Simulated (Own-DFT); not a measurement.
Simulation results for Hf$_{36}$O$_{71}$ (tetragonal hafnia with one neutral oxygen vacancy, atoms displaced)

Computed with Own-DFT development build. A calculation, not a measurement: plane-wave PBE and HSE06 DFT by an unreviewed code, no spin, of a simulated cell at Gamma alone, so results move with cell size and shape, stress positive in tension, energies less offsets, not probed for a lower state with spin; hafnium file: forces about 75 meV/angstrom off all-electron values; oxygen file: force components 24 meV/angstrom off all-electron in a glass; k mesh not checked against a denser one; forces and stress are PBE's, HSE06 gives the energy alone, and its difference from PBE has offsets of its own; offsets are fitted by least squares, one for each functional and potential file, so energies compare only between cells with the same atoms and settings and are not formation energies; the far tail of each file's local potential was reset to the Coulomb form; each entry is a single point on an unrelaxed cell, so the pressure reflects the starting lattice, taken from the Materials Project, from which strain is counted, and rises with the displacements; printed positions are rounded, which can move forces by about a meV/angstrom; the program is a retired in-house code; no spin-orbit coupling.

Common to all runs: first functional PBE; second functional HSE06; exact exchange share 0.25; screening 0.11 1/bohr; exchange divergence Gygi-Baldereschi; potential files PseudoDojo norm-conserving, scalar-relativistic, made for PBE, standard set; wave cutoff 48 hartree; occupations fixed; k mesh 1 x 1 x 1 centred on Gamma.

```yaml
- entry: 1
  formula: Hf36O71
  kind: "tetragonal hafnia with one neutral oxygen vacancy, atoms displaced"
  structure:
    cell_angstrom: [[10.78, 0.0, 0.0], [0.0, 10.78, 0.0], [0.0, 0.0, 10.4493]]
    atoms_fractional:
      - [Hf, 0.00164, 0.004, 0.00157]
      - [Hf, 0.15695, 0.16584, 0.24494]
      - [O, 0.00374, 0.17118, 0.15501]
      - [O, 0.16984, 0.00966, 0.35501]
      - [O, 0.00351, 0.17689, 0.39903]
      - [O, 0.16296, 0.9951, 0.10002]
      - [Hf, 0.9987, 0.00703, 0.49812]
      - [Hf, 0.16896, 0.16662, 0.74988]
      - [O, 0.00291, 0.16591, 0.64919]
      - [O, 0.1664, 0.00401, 0.84098]
      - [O, 0.00965, 0.1666, 0.90083]
      - [O, 0.16184, 0.99391, 0.59889]
      - [Hf, 0.00048, 0.33823, 0.0017]
      - [Hf, 0.17091, 0.50208, 0.24714]
      - [O, 0.99384, 0.49958, 0.14844]
      - [O, 0.15893, 0.33161, 0.34932]
      - [O, 0.00318, 0.50016, 0.4018]
      - [O, 0.17297, 0.34263, 0.10221]
      - [Hf, 0.00472, 0.33455, 0.50206]
      - [Hf, 0.17056, 0.50684, 0.74355]
      - [O, 0.00069, 0.50306, 0.64734]
      - [O, 0.1646, 0.33217, 0.85286]
      - [O, 0.99704, 0.49545, 0.91119]
      - [O, 0.16642, 0.33544, 0.60065]
      - [Hf, 0.99975, 0.66108, 0.00973]
      - [Hf, 0.16552, 0.84027, 0.2476]
      - [O, 0.99647, 0.83655, 0.15901]
      - [O, 0.16655, 0.6606, 0.34331]
      - [O, 0.00475, 0.82804, 0.39575]
      - [Hf, 0.0053, 0.67146, 0.50477]
      - [Hf, 0.16449, 0.83529, 0.75408]
      - [O, 0.99581, 0.8304, 0.65252]
      - [O, 0.17509, 0.66783, 0.84921]
      - [O, 0.99267, 0.83571, 0.90721]
      - [O, 0.16877, 0.66474, 0.59667]
      - [Hf, 0.33324, 0.00229, 0.99515]
      - [Hf, 0.50203, 0.1674, 0.24928]
      - [O, 0.32696, 0.16295, 0.15793]
      - [O, 0.49666, 0.99518, 0.35173]
      - [O, 0.33432, 0.1733, 0.39925]
      - [O, 0.49507, 0.99659, 0.10105]
      - [Hf, 0.33113, 0.99995, 0.49519]
      - [Hf, 0.49058, 0.16657, 0.75045]
      - [O, 0.33186, 0.15959, 0.65459]
      - [O, 0.50646, 0.00544, 0.84823]
      - [O, 0.33625, 0.16511, 0.8999]
      - [O, 0.50313, 0.99592, 0.5982]
      - [Hf, 0.32864, 0.3324, 0.99708]
      - [Hf, 0.50172, 0.49164, 0.24871]
      - [O, 0.33123, 0.49848, 0.14927]
      - [O, 0.5032, 0.34201, 0.34798]
      - [O, 0.32712, 0.50865, 0.40839]
      - [O, 0.49796, 0.33014, 0.09795]
      - [Hf, 0.33362, 0.33326, 0.49715]
      - [Hf, 0.50083, 0.50071, 0.74552]
      - [O, 0.33426, 0.50123, 0.64924]
      - [O, 0.50424, 0.34045, 0.85477]
      - [O, 0.33442, 0.49328, 0.91259]
      - [O, 0.49724, 0.33052, 0.60386]
      - [Hf, 0.3349, 0.67703, 0.00631]
      - [Hf, 0.49914, 0.83381, 0.2422]
      - [O, 0.32503, 0.8442, 0.15418]
      - [O, 0.50532, 0.66673, 0.34946]
      - [O, 0.33463, 0.82939, 0.4038]
      - [O, 0.49577, 0.65968, 0.10527]
      - [Hf, 0.33312, 0.66748, 0.49791]
      - [Hf, 0.48898, 0.83256, 0.74923]
      - [O, 0.33071, 0.8286, 0.65332]
      - [O, 0.5108, 0.66854, 0.84975]
      - [O, 0.33938, 0.82955, 0.89373]
      - [O, 0.4956, 0.66848, 0.60088]
      - [Hf, 0.66816, 0.00952, 0.0016]
      - [Hf, 0.83445, 0.1687, 0.25314]
      - [O, 0.66992, 0.16177, 0.16149]
      - [O, 0.82896, 8.0e-05, 0.34933]
      - [O, 0.67049, 0.15978, 0.39681]
      - [O, 0.83487, 0.00338, 0.10034]
      - [Hf, 0.6594, 0.0054, 0.49705]
      - [Hf, 0.84051, 0.1677, 0.74384]
      - [O, 0.67127, 0.16813, 0.65672]
      - [O, 0.83527, 0.00262, 0.84836]
      - [O, 0.6651, 0.16707, 0.90572]
      - [O, 0.82616, 0.99767, 0.6034]
      - [Hf, 0.67008, 0.32918, 0.99598]
      - [Hf, 0.82746, 0.49837, 0.25117]
      - [O, 0.66401, 0.49724, 0.15724]
      - [O, 0.83925, 0.33769, 0.35232]
      - [O, 0.67235, 0.49745, 0.39834]
      - [O, 0.8305, 0.33703, 0.08302]
      - [Hf, 0.66242, 0.32439, 0.5]
      - [Hf, 0.83121, 0.5005, 0.75404]
      - [O, 0.65844, 0.50447, 0.64815]
      - [O, 0.83484, 0.32903, 0.84565]
      - [O, 0.66568, 0.49791, 0.89876]
      - [O, 0.83176, 0.33183, 0.58836]
      - [Hf, 0.66384, 0.66404, 0.00546]
      - [Hf, 0.84333, 0.82767, 0.25691]
      - [O, 0.66609, 0.8349, 0.14531]
      - [O, 0.83402, 0.67069, 0.34081]
      - [O, 0.66987, 0.84477, 0.3969]
      - [O, 0.83459, 0.66466, 0.1045]
      - [Hf, 0.66682, 0.67673, 0.49542]
      - [Hf, 0.82881, 0.83911, 0.75007]
      - [O, 0.66741, 0.82316, 0.65685]
      - [O, 0.82642, 0.66708, 0.8445]
      - [O, 0.66453, 0.8264, 0.89676]
      - [O, 0.82565, 0.66129, 0.59812]
  results:
    "PBE_energy_of_cell_above_offsets [eV]": "-97.086"
    "HSE06_less_PBE_above_offsets [eV]": "0.083"
    "PBE_pressure [GPa]": 1.71
    "PBE_stress_xx [GPa]": -2.24
    "PBE_stress_yy [GPa]": -0.93
    "PBE_stress_zz [GPa]": -1.96
    "PBE_stress_yz [GPa]": 0.99
    "PBE_stress_xz [GPa]": -0.08
    "PBE_stress_xy [GPa]": -0.04
    force_element: [Hf, Hf, O, O, O, O, Hf, Hf, O, O, O, O, Hf, Hf, O, O, O, O, Hf, Hf, O, O, O, O, Hf, Hf, O, O, O, Hf, Hf, O, O, O, O, Hf, Hf, O, O, O, O, Hf, Hf, O, O, O, O, Hf, Hf, O, O, O, O, Hf, Hf, O, O, O, O, Hf, Hf, O, O, O, O, Hf, Hf, O, O, O, O, Hf, Hf, O, O, O, O, Hf, Hf, O, O, O, O, Hf, Hf, O, O, O, O, Hf, Hf, O, O, O, O, Hf, Hf, O, O, O, O, Hf, Hf, O, O, O, O]
    "force_x [eV/angstrom]": [-1.622, 2.533, -2.194, -0.294, -0.711, 0.443, -0.625, -1.103, 0.206, 0.573, -0.436, 0.473, 1.126, -1.19, 1.242, 0.973, -0.262, -1.609, -0.598, -0.223, 0.059, 0.398, 0.016, 1.163, -0.339, -0.949, 1.7, -0.005, -0.035, -1.546, -0.714, 0.815, -0.557, 1.023, -0.201, 0.256, -1.571, 0.88, -0.328, 0.878, 0.333, 0.11, 2.232, -0.252, -0.839, -0.077, -1.457, 0.705, -0.463, 0.64, -0.214, 0.357, 0.447, -0.816, 0.437, -0.305, -0.463, -0.267, -0.265, -0.632, 1.226, 1.508, -0.057, -0.566, 0.008, 0.918, 3.073, -1.136, -1.193, -0.311, 0.182, 0.327, 0.464, -0.609, 1.598, -0.782, 0.385, 1.318, -0.958, -1.34, -0.205, 0.083, 1.15, -2.008, 0.628, 0.217, -0.622, -0.108, 0.715, 0.991, -0.884, 1.16, 0.091, 0.754, 0.015, 0.4, -2.539, -0.117, -0.384, -0.283, -0.295, -0.64, -0.738, -1.112, 0.824, 0.371, 1.623]
    "force_y [eV/angstrom]": [-0.648, 1.48, 0.01, -1.091, -2.446, 0.408, -0.583, 1.283, -0.256, -1.175, 0.073, 0.118, -1.009, -1.196, 0.259, 0.357, 0.704, -0.822, 1.901, -1.049, -0.087, 0.338, 1.879, -0.326, 0.568, -1.102, -0.387, 2.217, 1.675, -1.708, -0.277, -0.197, -0.119, -0.539, 0.134, -0.196, -0.213, -0.33, 1.138, -0.693, 0.638, -0.1, 1.068, -0.042, -0.736, -0.007, 0.376, 0.624, 2.832, 0.631, -2.894, -2.657, -0.562, 1.094, 0.635, -0.218, -1.669, 2.399, -0.534, -2.519, -0.502, -1.216, 0.116, 1.232, 1.057, 0.366, -0.684, 0.759, -0.76, 1.562, 0.316, -2.884, -0.591, 0.245, 0.767, 1.971, 0.592, -1.762, -0.446, 0.256, 0.773, 0.203, 0.324, 1.393, 0.575, 0.004, -1.37, 0.108, -0.435, 2.037, 0.981, -0.835, 0.232, -0.165, -0.177, 1.123, 1.8, -0.343, -1.652, -1.259, 0.107, -0.887, -0.985, 0.41, -0.629, 1.744, 0.066]
    "force_z [eV/angstrom]": [-0.7, 1.748, -1.432, -0.352, 0.262, -0.379, 0.213, 0.278, -0.492, 1.246, 0.366, -0.494, -0.03, 0.509, 0.438, -0.239, 0.456, -0.267, -0.921, 0.653, 1.382, -0.863, -1.515, 0.175, -0.59, 1.27, -1.258, -0.476, 0.938, -0.404, -0.937, -0.088, 0.333, 0.284, 0.588, 0.947, -0.145, -0.864, -0.519, 0.826, -0.544, 0.142, 0.664, -0.999, 0.129, -0.204, 0.229, 0.71, -0.503, 0.926, 1.246, -1.129, 0.623, 0.204, 1.207, 0.539, -1.216, -1.127, -0.812, -0.556, 1.018, -1.191, -0.447, -0.502, -0.539, 0.618, 0.24, -0.373, 0.034, 1.117, -0.505, -0.212, 0.48, -1.105, 0.095, 0.121, -0.427, 0.879, 0.606, -0.568, 0.29, -0.103, -1.005, -0.723, 0.911, -1.183, -1.478, 0.716, 2.074, 0.485, -1.116, 0.209, -0.416, 0.764, 0.927, -1.543, -0.997, 0.709, 1.649, 0.447, -0.813, 0.743, 0.609, -1.031, 0.476, 1.44, -0.852]
- entry: 2
  formula: Hf36O71
  kind: "tetragonal hafnia with one neutral oxygen vacancy, atoms displaced"
  structure:
    cell_angstrom: [[10.78, 0.0, 0.0], [0.0, 10.78, 0.0], [0.0, 0.0, 10.4493]]
    atoms_fractional:
      - [Hf, 0.00338, 6.0e-05, 0.00148]
      - [Hf, 0.16764, 0.16301, 0.24896]
      - [O, 0.99987, 0.1643, 0.15002]
      - [O, 0.16571, 0.99884, 0.34637]
      - [O, 0.99619, 0.16369, 0.40427]
      - [O, 0.16532, 0.00164, 0.10128]
      - [Hf, 0.9975, 0.00185, 0.50145]
      - [Hf, 0.16256, 0.16599, 0.75233]
      - [O, 0.00173, 0.16367, 0.65725]
      - [O, 0.16494, 0.99494, 0.84752]
      - [O, 0.00506, 0.17182, 0.90494]
      - [O, 0.16851, 0.00477, 0.60011]
      - [Hf, 0.00371, 0.33263, 0.99691]
      - [Hf, 0.16299, 0.50032, 0.25714]
      - [O, 0.99531, 0.50068, 0.15591]
      - [O, 0.16409, 0.33973, 0.34752]
      - [O, 0.99767, 0.50046, 0.40205]
      - [O, 0.16518, 0.33695, 0.09308]
      - [Hf, 0.99812, 0.33177, 0.5007]
      - [Hf, 0.16444, 0.49417, 0.75036]
      - [O, 0.0041, 0.49558, 0.64678]
      - [O, 0.16929, 0.33126, 0.85275]
      - [O, 0.00202, 0.4991, 0.90013]
      - [O, 0.16239, 0.32994, 0.60332]
      - [Hf, 0.99853, 0.66483, 0.99167]
      - [Hf, 0.16638, 0.83327, 0.25252]
      - [O, 0.99722, 0.83066, 0.15318]
      - [O, 0.17071, 0.66861, 0.35023]
      - [O, 0.00248, 0.83684, 0.39828]
      - [O, 0.16279, 0.66756, 0.09604]
      - [Hf, 0.0046, 0.66481, 0.4961]
      - [Hf, 0.16718, 0.82963, 0.74693]
      - [O, 0.99801, 0.83447, 0.65297]
      - [O, 0.16365, 0.66959, 0.84663]
      - [O, 0.99848, 0.83235, 0.90502]
      - [O, 0.16205, 0.66725, 0.59803]
      - [Hf, 0.33287, 0.00267, 0.99785]
      - [Hf, 0.50261, 0.16189, 0.24794]
      - [O, 0.33061, 0.16693, 0.15167]
      - [O, 0.49832, 0.00694, 0.34748]
      - [O, 0.32802, 0.163, 0.40165]
      - [O, 0.50091, 0.00164, 0.09693]
      - [Hf, 0.33078, 0.0026, 0.49779]
      - [Hf, 0.49845, 0.16303, 0.75068]
      - [O, 0.33288, 0.1677, 0.65492]
      - [O, 0.49862, 0.00143, 0.85221]
      - [O, 0.33235, 0.16261, 0.90258]
      - [O, 0.49888, 0.99806, 0.59197]
      - [Hf, 0.33737, 0.33693, 0.99646]
      - [Hf, 0.49952, 0.50051, 0.24872]
      - [O, 0.33293, 0.5057, 0.16093]
      - [O, 0.50308, 0.33142, 0.34611]
      - [O, 0.33763, 0.50385, 0.40963]
      - [O, 0.50416, 0.33569, 0.10152]
      - [Hf, 0.33359, 0.33313, 0.49651]
      - [Hf, 0.50177, 0.50097, 0.74994]
      - [O, 0.33585, 0.50486, 0.65418]
      - [O, 0.49755, 0.33359, 0.84614]
      - [O, 0.33256, 0.49635, 0.9025]
      - [O, 0.49848, 0.33838, 0.59539]
      - [Hf, 0.33503, 0.66466, 0.99343]
      - [Hf, 0.50109, 0.83614, 0.25142]
      - [O, 0.33345, 0.83272, 0.15225]
      - [O, 0.49626, 0.67011, 0.34717]
      - [O, 0.33447, 0.83552, 0.40297]
      - [O, 0.503, 0.6677, 0.10307]
      - [Hf, 0.33085, 0.66875, 0.49598]
      - [Hf, 0.49865, 0.83055, 0.75387]
      - [O, 0.33409, 0.83471, 0.65327]
      - [O, 0.49787, 0.66763, 0.84743]
      - [O, 0.34071, 0.83563, 0.90592]
      - [O, 0.49399, 0.66408, 0.59645]
      - [Hf, 0.66553, 0.00242, 0.0028]
      - [Hf, 0.83672, 0.17199, 0.25036]
      - [O, 0.66922, 0.16287, 0.15105]
      - [O, 0.83186, 0.99761, 0.35007]
      - [O, 0.66666, 0.16541, 0.40093]
      - [O, 0.82888, 0.00234, 0.10059]
      - [Hf, 0.66816, 0.00404, 0.50112]
      - [Hf, 0.83177, 0.17327, 0.74776]
      - [O, 0.67145, 0.17135, 0.64757]
      - [O, 0.83758, 0.00027, 0.84773]
      - [O, 0.66288, 0.16402, 0.90252]
      - [O, 0.82959, 0.99749, 0.59613]
      - [Hf, 0.66544, 0.33129, 0.00342]
      - [Hf, 0.83059, 0.4978, 0.25452]
      - [O, 0.66771, 0.50042, 0.14951]
      - [O, 0.83274, 0.32889, 0.34617]
      - [O, 0.66801, 0.49973, 0.40302]
      - [O, 0.83204, 0.3407, 0.0991]
      - [Hf, 0.66199, 0.33224, 0.50235]
      - [Hf, 0.83417, 0.49579, 0.74959]
      - [O, 0.66546, 0.4979, 0.65561]
      - [O, 0.83553, 0.33678, 0.84519]
      - [O, 0.66209, 0.49964, 0.90143]
      - [O, 0.8356, 0.33124, 0.59443]
      - [Hf, 0.67048, 0.6637, 0.00094]
      - [Hf, 0.83044, 0.83558, 0.24953]
      - [O, 0.8342, 0.6675, 0.35027]
      - [O, 0.66384, 0.83299, 0.40499]
      - [O, 0.82914, 0.66522, 0.10166]
      - [Hf, 0.66513, 0.66956, 0.49501]
      - [Hf, 0.83662, 0.82885, 0.74419]
      - [O, 0.67081, 0.83125, 0.65293]
      - [O, 0.83254, 0.66548, 0.84631]
      - [O, 0.67105, 0.82975, 0.89907]
      - [O, 0.82853, 0.66094, 0.59721]
  results:
    "PBE_energy_of_cell_above_offsets [eV]": "-100.702"
    "HSE06_less_PBE_above_offsets [eV]": "-0.137"
    "PBE_pressure [GPa]": 0.99
    "PBE_stress_xx [GPa]": 0.36
    "PBE_stress_yy [GPa]": -1.7
    "PBE_stress_zz [GPa]": -1.62
    "PBE_stress_yz [GPa]": 0.69
    "PBE_stress_xz [GPa]": -0.44
    "PBE_stress_xy [GPa]": 0.02
    force_element: [Hf, Hf, O, O, O, O, Hf, Hf, O, O, O, O, Hf, Hf, O, O, O, O, Hf, Hf, O, O, O, O, Hf, Hf, O, O, O, O, Hf, Hf, O, O, O, O, Hf, Hf, O, O, O, O, Hf, Hf, O, O, O, O, Hf, Hf, O, O, O, O, Hf, Hf, O, O, O, O, Hf, Hf, O, O, O, O, Hf, Hf, O, O, O, O, Hf, Hf, O, O, O, O, Hf, Hf, O, O, O, O, Hf, Hf, O, O, O, O, Hf, Hf, O, O, O, O, Hf, Hf, O, O, O, Hf, Hf, O, O, O, O]
    "force_x [eV/angstrom]": [-1.291, -0.006, 0.103, 0.085, 0.297, 0.398, 0.117, 0.954, -1.105, -0.02, -0.05, -0.572, -0.373, -0.36, 0.699, 0.26, 0.182, 0.761, 0.61, 0.691, -0.735, 0.031, 0.11, 0.847, -0.015, -0.286, 0.199, -0.38, 0.176, 0.583, -1.622, -0.16, 0.95, 0.477, 0.053, 0.733, -0.051, 0.03, 0.552, -0.007, -0.169, -0.358, 0.142, 0.007, 0.286, 0.101, 0.14, 0.288, -0.518, 0.555, -0.217, -0.469, -0.251, -0.913, -0.218, -0.09, -1.348, -0.17, -0.033, -0.273, -0.279, 0.011, -0.006, 0.269, -0.213, -0.133, 0.53, 0.734, -0.353, -0.369, -0.296, 1.179, 0.837, -0.459, -0.266, 0.025, -0.037, 0.793, -0.226, 0.327, -1.219, 0.038, 0.307, 0.84, 0.361, 0.036, -0.432, 0.196, -0.093, 0.235, 0.175, -0.246, 0.414, -0.179, 0.196, -0.424, -0.384, -0.003, -0.186, -0.168, 0.471, -0.129, -1.17, -1.191, 0.44, -0.527, 1.22]
    "force_y [eV/angstrom]": [-0.483, 0.242, 0.342, 0.538, 0.672, 0.082, -0.981, -0.517, 0.083, 0.382, -1.007, -0.211, 0.687, 0.813, -0.014, -1.62, -0.383, 0.015, 0.406, 0.423, 0.114, 0.368, -0.28, 0.103, 0.687, -0.153, 0.481, -0.486, -0.554, -0.188, 0.838, 0.658, -0.032, -0.942, 0.096, 0.141, -0.798, 0.833, 0.101, -1.212, 1.454, -0.158, -0.744, 0.134, 0.188, -0.302, 1.18, 0.484, -1.274, 0.544, -0.434, -0.111, -1.258, -0.069, 0.053, 0.146, -0.56, -0.626, 0.923, -0.419, 0.877, -0.354, 0.158, -0.383, 0.349, 0.217, 0.362, 0.515, -0.161, -0.552, -0.585, 0.339, -1.253, -1.86, 0.608, 0.698, 0.573, -0.655, -0.771, -1.741, -0.095, 0.661, 1.119, 0.377, 0.56, 0.82, -0.198, 0.993, -0.202, -0.856, 0.178, 1.698, -0.423, -0.942, -0.574, 0.105, 0.524, -0.279, 0.224, 0.757, 0.495, -0.308, 0.803, -0.049, -0.841, 0.559, 0.117]
    "force_z [eV/angstrom]": [-0.233, -0.168, 0.402, 0.283, -0.199, -0.219, 0.017, 0.042, -0.56, 0.286, -0.42, -0.419, 1.241, -1.994, 0.098, 0.501, 0.043, 0.504, -0.164, -0.406, 0.569, -0.545, -0.547, -0.592, 1.885, -1.176, 0.027, 0.216, 0.898, -0.483, 0.196, -0.057, -0.656, -0.015, -0.29, 0.06, 0.806, -0.25, 0.111, -0.044, -0.198, 0.419, 0.686, -0.032, -0.125, -0.794, -0.146, 0.786, 0.836, 0.221, -0.675, 0.305, -0.656, -0.553, 0.733, -0.423, 0.385, 0.174, -0.025, 0.045, 1.88, -0.555, 0.361, 0.002, -0.097, -0.923, 1.105, -0.629, 0.189, 0.299, -0.508, 0.013, -0.579, -0.406, 0.029, -0.183, 0.045, -0.271, -0.434, 0.733, 0.39, -0.572, -0.406, 0.25, -0.195, -0.796, 0.516, 0.681, -0.045, -0.431, -0.667, -0.838, -0.234, 0.454, 0.121, 0.404, 0.153, -0.325, -0.263, -0.782, -0.522, 1.001, 1.333, -0.08, 0.093, 1.178, -0.194]
```
